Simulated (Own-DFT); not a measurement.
# Strain and stress in grey tin, 32 atoms (Sn32)

All numbers below are calculated, not measured. The program, named Own-DFT, is a retired in-house plane-wave density functional code that no person has reviewed. Each row is one single-point run on a periodic cell that was not relaxed, without spin or spin-orbit coupling.

Settings of every run: PBE; PseudoDojo norm-conserving scalar-relativistic files; cutoff 42 hartree; 3 x 3 x 5 k mesh centred on Gamma; cold (Marzari-Vanderbilt) smearing of 0.2 eV.

Known limits: forces on such cells failed a check on a denser k mesh; stress not checked against mesh or cutoff.

Unstrained cell vectors in Å: (12.978, 0.000, 0.000); (0.000, 12.978, 0.000); (0.000, 0.000, 6.489). The unstrained cell has measured lattice constants (interpolated for alloys), not those of this functional. That, the random moves and any unrelaxed bonds set the pressure at no strain. Each run strains this cell uniformly, with the atoms carried along. Every atom was also moved at random, by a Gaussian of width 0.05 Å on each axis. Strain is the symmetric tensor, in per cent. Stress is positive in tension, and the pressure is minus a third of its trace.

```
run  e_xx (%)  e_yy (%)  e_zz (%)  s_xx (GPa)  s_yy (GPa)  s_zz (GPa)  P (GPa)  E (meV/atom)
  1      2.25      2.25      0.00       -1.32       -1.30       -1.81     1.48           0.0
  2      1.75      1.75      0.00       -1.89       -1.91       -2.29     2.03          14.8
  3     -1.00     -1.00      0.00       -4.85       -4.94       -4.52     4.77          48.9
  4     -0.50     -0.50      0.00       -4.19       -4.15       -4.00     4.11          30.4
  5      0.25      0.25      0.00       -3.24       -3.26       -3.39     3.30          16.2
  6     -2.50     -2.50      0.00       -6.75       -6.73       -6.02     6.50          73.0
  7      3.00      3.00      0.00       -0.75       -0.65       -1.52     0.98           4.2
  8      2.50      2.50      0.00       -1.18       -1.23       -1.84     1.42          10.3
  9     -1.50     -1.50      0.00           ?           ?           ?        ?             ?
```

E is the free energy for each atom above the lowest run shown.

## Worked fit

The change of volume is close to e_xx + e_yy + e_zz. A straight line through the runs shown gives P = 3.80 - 49 x (fractional change of volume) GPa, with an error of 2 on the slope and a scatter of 0.19 GPa. The strain isn't the same on all axes, but the crystal is cubic, so the slope still estimates the bulk modulus, averaged over pressures from 1.0 to 6.5 GPa.

## Withheld run

Question: what pressure should run 9 give? Its volume changes by -2.98 %.

The line gives 5.3 GPa. The calculation gave 5.31 GPa.
